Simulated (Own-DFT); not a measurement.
# Strain and stress in wurtzite AlN, 128 atoms (Al64N64)

Calculated results; nothing here was measured. They come from Own-DFT, an in-house plane-wave density functional program, since retired, whose code no person has reviewed. Each row is one single-point run on a periodic cell that was not relaxed, without spin or spin-orbit coupling.

Settings of every run: PBE; PseudoDojo norm-conserving scalar-relativistic files; cutoff 42 hartree; 3 x 3 x 3 k mesh centred on Gamma; Gaussian smearing of 0.01 eV.

Known limits: k mesh not checked against a denser one; stress not checked against mesh or cutoff.

Unstrained cell vectors in Å: (12.448, 0.000, 0.000); (-6.224, 10.780, 0.000); (0.000, 0.000, 9.964). The unstrained cell has measured lattice constants (interpolated for alloys), not those of this functional. That, the random moves and any unrelaxed bonds set the pressure at no strain. Each run strains this cell uniformly, with the atoms carried along. Every atom was also moved at random, by a Gaussian of width 0.05 Å on each axis. Strain is the symmetric tensor, in per cent. Stress is positive in tension, and the pressure is minus a third of its trace.

| run | e_xx (%) | e_yy (%) | e_zz (%) | e_yz (%) | e_xz (%) | e_xy (%) | s_xx (GPa) | s_yy (GPa) | s_zz (GPa) | s_yz (GPa) | s_xz (GPa) | s_xy (GPa) | P (GPa) | E (meV/atom) |
|---|---|---|---|---|---|---|---|---|---|---|---|---|---|---|
| 1 | 1.17 | 1.91 | -1.12 | -1.50 | 1.38 | -1.78 | 0.14 | 2.93 | -9.83 | -3.84 | 3.59 | -5.34 | 2.26 | 30.6 |
| 2 | 1.32 | 0.84 | 0.70 | 1.66 | 0.29 | -1.53 | 1.75 | 0.11 | -1.27 | 4.02 | 0.06 | -5.32 | -0.20 | 3.6 |
| 3 | 1.09 | 1.72 | 0.14 | 0.58 | 1.10 | 0.81 | 0.22 | 2.66 | -1.66 | 2.03 | 3.17 | 2.24 | -0.41 | 4.3 |
| 4 | 0.22 | -1.75 | -0.62 | 0.37 | 1.97 | -1.40 | -9.95 | -12.57 | -8.87 | 1.58 | 5.70 | -6.12 | 10.46 | 28.4 |
| 5 | -1.85 | 0.90 | -1.58 | -1.33 | -0.88 | 1.15 | -14.92 | -4.66 | -15.28 | -3.45 | -3.14 | 3.37 | 11.62 | 35.1 |
| 6 | -1.54 | 1.01 | 0.77 | 1.09 | 1.17 | 0.61 | -11.68 | -1.30 | -2.76 | 3.05 | 2.69 | 2.66 | 5.25 | 7.4 |
| 7 | 0.59 | 0.40 | -0.42 | -1.68 | -1.33 | 0.50 | -2.52 | -3.92 | -7.18 | -3.91 | -3.47 | 2.22 | 4.54 | 14.6 |
| 8 | 1.64 | -1.41 | -1.32 | 0.49 | 1.81 | 0.79 | -1.24 | -14.23 | -10.56 | 1.41 | 4.68 | 3.19 | 8.68 | 38.4 |
| 9 | -1.20 | -0.52 | 0.62 | -1.12 | 0.73 | 0.67 | -12.54 | -9.32 | -3.76 | -2.89 | 2.38 | 2.47 | 8.54 | 24.4 |
| 10 | 0.44 | -0.01 | 1.35 | -0.49 | -1.95 | -0.75 | -2.83 | -5.67 | 0.99 | -1.88 | -4.83 | -3.28 | 2.51 | 15.4 |
| 11 | 0.82 | 0.06 | 0.20 | -0.44 | -0.95 | 0.19 | -2.66 | -3.58 | -3.03 | -1.04 | -2.26 | -0.07 | 3.09 | 0.0 |
| 12 | 1.24 | -0.31 | 1.32 | 1.08 | -1.20 | 1.56 | 0.28 | -5.91 | 0.68 | 3.03 | -3.16 | 5.46 | 1.65 | 16.1 |
| 13 | -1.83 | 0.84 | -0.33 | 1.55 | -0.84 | -1.10 | -14.84 | -4.93 | -8.07 | 3.76 | -2.63 | -5.49 | 9.28 | 41.7 |
| 14 | 0.48 | -0.45 | 1.33 | 1.17 | -0.52 | 0.12 | -3.41 | -5.51 | 0.22 | 2.39 | -1.31 | 0.06 | 2.90 | 3.5 |
| 15 | 1.40 | -0.78 | 1.69 | 1.90 | -1.07 | 0.74 | 0.38 | -7.48 | 2.01 | 4.27 | -2.60 | 2.24 | 1.70 | 36.0 |
| 16 | -0.10 | -0.39 | 0.12 | 0.43 | 0.23 | 1.62 | ? | ? | ? | ? | ? | ? | ? | ? |

E is the free energy for each atom above the lowest run shown.

## Worked fit

Each stress component was fitted by least squares to a constant and the strains of the runs shown, as fractions, with shears doubled. Shear strains stay in the fit of a normal stress only where such slopes are resolved. The slopes, in GPa:

| stress | at no strain | per e_xx | per e_yy | per e_zz | scatter |
|---|---|---|---|---|---|
| s_xx | -6.6 | 475 ± 16 | 139 ± 19 | 92 ± 19 | 0.73 |
| s_yy | -6.0 | 75 ± 25 | 461 ± 29 | 91 ± 29 | 1.12 |
| s_zz | -5.7 | 88 ± 19 | 48 ± 22 | 459 ± 22 | 0.84 |

Each shear stress against twice its own strain: yz 126 ± 5, xz 137 ± 4, xy 185 ± 9 GPa. These are stiffnesses along x, y and z of the frame in which the cell vectors are given, which need not be the crystal's axes. The atoms are held to the strained lattice; where symmetry lets them move under strain, relaxing them would lower some slopes. The table should be nearly symmetric about its diagonal, and what it lacks of that shows the noise. A ninth of its sum, 214 ± 5 GPa, estimates the bulk modulus near the mean pressure of these runs, 4.8 GPa, so it lies above the value at zero pressure.

## Withheld run

Question: what normal stresses and pressure should run 16 give?

The fit gives s_xx = -7.5, s_yy = -7.8, s_zz = -5.4 and P = 6.9 GPa. The calculation gave -8.01, -8.89, -5.60 and P = 7.50 GPa.
